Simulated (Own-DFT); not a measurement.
# How strain changes the stress of diamond silicon, 64 atoms (Si64)

These are calculations, not measurements. The program, named Own-DFT, is a retired in-house plane-wave density functional code that no person has reviewed. Each row is one single-point run on a periodic cell that was not relaxed, without spin or spin-orbit coupling.

Settings of every run: PBE; PseudoDojo norm-conserving scalar-relativistic files; cutoff 20 hartree; 3 x 3 x 3 k mesh centred on Gamma; Fermi-Dirac smearing of 0.1 eV.

Known limits: k mesh not checked against a denser one; stress not checked against mesh or cutoff.

Unstrained cell vectors in Å: (10.862, 0.000, 0.000); (0.000, 10.862, 0.000); (0.000, 0.000, 10.862). The unstrained cell has measured lattice constants (interpolated for alloys), not those of this functional. That, the random moves and any unrelaxed bonds set the pressure at no strain. Each run strains this cell uniformly, with the atoms carried along. Every atom was also moved at random, by a Gaussian of width 0.05 Å on each axis. Strain is the symmetric tensor, in per cent. Stress is positive in tension, and the pressure is minus a third of its trace.

```
run  e_xx (%)  e_yy (%)  e_zz (%)  e_yz (%)  e_xz (%)  e_xy (%)  s_xx (GPa)  s_yy (GPa)  s_zz (GPa)  s_yz (GPa)  s_xz (GPa)  s_xy (GPa)  P (GPa)  E (meV/atom)
  1     -0.28     -0.60     -0.51      1.71     -0.45      0.94       -4.13       -4.34       -4.39        4.11       -0.90        1.74     4.29          31.5
  2     -0.92      0.27     -1.30     -1.35      0.97     -1.92       -5.10       -4.20       -5.55       -2.19        2.60       -3.82     4.95          44.0
  3      1.67     -0.88     -1.55      0.78     -0.89     -1.53       -1.56       -4.08       -4.63        0.15       -2.22       -3.09     3.42          23.3
  4     -0.19     -1.50      0.70     -1.32      0.17     -1.30       -3.37       -4.64       -2.46       -1.92        0.29       -2.93     3.49          14.7
  5      1.63      1.72     -0.65      0.27      0.63     -1.13        0.73        0.79       -1.36        0.49        0.96       -1.61    -0.06           0.0
  6     -1.33      0.48     -1.78      1.16     -0.33      0.37       -5.62       -3.90       -6.07        2.05        0.38        0.85     5.20          25.6
  7     -1.70      0.39      1.44      1.56      0.20      1.53       -4.00       -2.45       -1.31        2.14        0.73        4.15     2.59          22.4
  8     -1.92     -0.87     -0.15     -0.66     -0.95     -1.19       -6.67       -5.92       -5.26       -2.11       -3.86       -2.61     5.95          40.9
  9     -0.26     -1.21     -1.44      1.82     -1.07     -0.55       -5.17       -6.24       -6.26        4.72       -2.34       -0.12     5.89          37.9
 10     -1.26      0.58      1.71      0.20      0.24      0.99       -2.96       -1.38       -0.18        1.24        0.74        1.34     1.51           6.4
 11     -0.20      0.71      1.80     -0.86      1.97      1.40       -1.50       -0.64        0.31       -1.35        4.39        2.42     0.61          13.4
 12      0.35     -1.22      1.17     -0.09      0.36     -1.20       -2.00       -3.26       -1.24       -0.20        0.02       -2.06     2.16           3.3
 13      1.03      1.14     -1.37      1.58     -0.03      1.19       -1.47       -1.34       -3.53        2.79       -0.36        3.20     2.11          24.9
 14      1.06     -0.68     -0.73     -1.69     -0.44     -0.78       -1.93       -3.70       -3.77       -4.66       -0.68       -1.43     3.13          19.5
 15     -1.73      1.80      1.60     -1.89      1.09      1.83       -3.47       -0.61       -0.64       -4.18        2.73        3.72     1.57          41.0
 16      1.57      1.64      1.57      1.70      0.56      0.93        1.30        1.37        1.22        3.74        0.18        2.49    -1.29          22.6
 17     -1.77     -1.74      0.24      0.28      0.69     -0.42       -6.62       -6.63       -4.74        0.61        1.46       -1.16     6.00          28.1
 18      0.79      1.51      0.34     -1.50     -0.66     -0.51           ?           ?           ?           ?           ?           ?        ?             ?
```

E is the free energy for each atom above the lowest run shown.

## Worked fit

Each stress component was fitted by least squares to a constant and the strains of the runs shown, as fractions, with shears doubled. Shear strains stay in the fit of a normal stress only where such slopes are resolved. The slopes, in GPa:

| stress | at no strain | per e_xx | per e_yy | per e_zz | scatter |
|---|---|---|---|---|---|
| s_xx | -2.8 | 159 ± 5 | 61 ± 6 | 68 ± 5 | 0.25 |
| s_yy | -2.9 | 73 ± 6 | 150 ± 7 | 69 ± 6 | 0.29 |
| s_zz | -2.8 | 70 ± 6 | 59 ± 7 | 160 ± 6 | 0.29 |

Each shear stress against twice its own strain: yz 113 ± 11, xz 130 ± 14, xy 96 ± 9 GPa. These are stiffnesses along x, y and z of the frame in which the cell vectors are given, which need not be the crystal's axes. The atoms are held to the strained lattice; where symmetry lets them move under strain, relaxing them would lower some slopes. The table should be nearly symmetric about its diagonal, and what it lacks of that shows the noise. A ninth of its sum, 97 ± 3 GPa, estimates the bulk modulus near the mean pressure of these runs, 3.0 GPa, so it lies above the value at zero pressure.

## Withheld run

Question: what normal stresses and pressure should run 18 give?

The fit gives s_xx = -0.4, s_yy = 0.2, s_zz = -0.8 and P = 0.3 GPa. The calculation gave -0.13, 0.38, -0.54 and P = 0.10 GPa.
